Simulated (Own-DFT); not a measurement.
# How strain changes the stress of beta-Si3N4, 112 atoms (N64Si48)

The numbers are computed, not measured, by runs of the plane-wave DFT program Own-DFT (in-house, retired, unreviewed) at fixed positions, with no spin and no spin-orbit coupling.

Settings: PBE; PseudoDojo norm-conserving scalar-relativistic files; cutoff 42 hartree; 2 x 2 x 4 k mesh centred on Gamma; Fermi-Dirac smearing of 0.1 eV.

Keep in mind: forces on such cells moved up to 12 meV/angstrom on a denser k mesh; stress not checked against mesh or cutoff.

Unstrained cell vectors in Å: (15.212, 0.000, 0.000); (-7.606, 13.174, 0.000); (0.000, 0.000, 5.818). The unstrained cell has measured lattice constants (interpolated for alloys), not those of this functional. That, the random moves and any unrelaxed bonds set the pressure at no strain. A uniform strain is put on this cell, atoms riding along. Each atom got a random Gaussian move of width 0.05 Å along each axis. Strains are tensor components in per cent; tension counts as positive stress, and P is minus the mean normal stress.

| run | e_xx (%) | e_yy (%) | e_zz (%) | e_yz (%) | e_xz (%) | e_xy (%) | s_xx (GPa) | s_yy (GPa) | s_zz (GPa) | s_yz (GPa) | s_xz (GPa) | s_xy (GPa) | P (GPa) | E (meV/atom) |
|---|---|---|---|---|---|---|---|---|---|---|---|---|---|---|
| 1 | 1.91 | -0.57 | -0.05 | -1.32 | -1.60 | 0.51 | -1.45 | -5.76 | -11.42 | -2.30 | -4.89 | 2.32 | 6.21 | 53.8 |
| 2 | -1.09 | 1.62 | -1.65 | -0.58 | -0.25 | 1.31 | -11.84 | -0.24 | -21.29 | -1.25 | -1.82 | 4.56 | 11.13 | 7.6 |
| 3 | 0.47 | -1.58 | -1.46 | 1.61 | -0.01 | -1.90 | -11.43 | -19.13 | -19.24 | 6.94 | -1.07 | -7.97 | 16.60 | 62.3 |
| 4 | 0.54 | 1.41 | 0.73 | 1.61 | -0.47 | 0.95 | -1.60 | 0.74 | -3.16 | 5.18 | -1.93 | 4.26 | 1.34 | 2.4 |
| 5 | 0.64 | -1.25 | -1.75 | 0.15 | -0.09 | 1.58 | -7.35 | -15.54 | -24.43 | 2.67 | -1.29 | 8.14 | 15.77 | 41.9 |
| 6 | 1.55 | -0.12 | 0.60 | 0.83 | -1.80 | -0.54 | 1.59 | -5.92 | -6.69 | 3.56 | -7.14 | -1.16 | 3.67 | 15.5 |
| 7 | 1.46 | -0.55 | 1.01 | 1.26 | -1.78 | -0.61 | 0.05 | -7.28 | -3.92 | 4.82 | -5.90 | -2.76 | 3.72 | 20.3 |
| 8 | 0.10 | 1.35 | -0.77 | -0.02 | -0.03 | 0.14 | -5.76 | -0.75 | -14.01 | 1.21 | 0.35 | -0.08 | 6.84 | 6.0 |
| 9 | 0.00 | -0.98 | 1.51 | 0.04 | -1.72 | -1.13 | -7.45 | -11.90 | -1.03 | -0.09 | -5.90 | -5.54 | 6.79 | 13.7 |
| 10 | -1.59 | 0.88 | -1.76 | -1.32 | 0.32 | -1.55 | -18.10 | -6.67 | -22.87 | -5.95 | 2.00 | -6.34 | 15.88 | 43.5 |
| 11 | -0.47 | 1.01 | 0.99 | -0.43 | 1.52 | 0.09 | -7.94 | -0.64 | -3.77 | -1.23 | 6.17 | -0.38 | 4.11 | 0.0 |
| 12 | -1.36 | -1.23 | -0.50 | -1.69 | 1.24 | -1.08 | -16.67 | -17.65 | -16.09 | -6.94 | 3.40 | -5.14 | 16.80 | 33.3 |
| 13 | 0.55 | 1.38 | -0.18 | 1.95 | 1.23 | 1.73 | -3.24 | 0.20 | -9.91 | 7.67 | 4.74 | 4.60 | 4.32 | 13.4 |
| 14 | -1.25 | 1.27 | -0.27 | 0.93 | 0.88 | -0.72 | -11.11 | -3.40 | -11.42 | 2.76 | 1.78 | -2.85 | 8.64 | 0.2 |
| 15 | 0.39 | -1.39 | 1.57 | 1.93 | -1.69 | -0.27 | -6.10 | -10.82 | -2.18 | 6.80 | -4.16 | 0.10 | 6.37 | 21.2 |
| 16 | 0.24 | -1.18 | 1.44 | 0.55 | -1.84 | 1.29 | ? | ? | ? | ? | ? | ? | ? | ? |

E is the free energy per atom, counted from the lowest run shown.

## Analysis

Each stress component was fitted by least squares to a constant and the strains of the runs shown, as fractions, with shears doubled. Shear strains stay in the fit of a normal stress only where such slopes are resolved. The slopes, in GPa:

| stress | at no strain | per e_xx | per e_yy | per e_zz | scatter |
|---|---|---|---|---|---|
| s_xx | -7.8 | 485 ± 33 | 170 ± 28 | 137 ± 29 | 1.20 |
| s_yy | -7.5 | 154 ± 37 | 563 ± 31 | 122 ± 33 | 1.35 |
| s_zz | -10.7 | 48 ± 29 | 97 ± 24 | 664 ± 25 | 1.04 |

The slope of each shear stress on twice its own strain, from a fit on all six strains: yz 171 ± 8, xz 173 ± 17, xy 211 ± 17 GPa. These are stiffnesses along x, y and z of the frame in which the cell vectors are given, with the crystal's c axis along z: C11, C12, C13 and C33. Hexagonal symmetry asks that xx and yy behave alike, which is a second check on the noise. The atoms are held to the strained lattice; where symmetry lets them move under strain, relaxing them would lower some slopes. Symmetry asks for nearly equal slopes across the diagonal; the mismatch is a measure of noise. A ninth of the table's sum, 271 ± 9 GPa, estimates the bulk modulus near the mean pressure of these runs, 8.5 GPa, so it lies above the value at zero pressure.

## Test on the hidden row

Question: what normal stresses and pressure should run 16 give?

The fit gives s_xx = -6.6, s_yy = -12.0, s_zz = -2.2 and P = 6.9 GPa. Computed: -7.98, -10.15, -2.37 and P = 6.83 GPa.
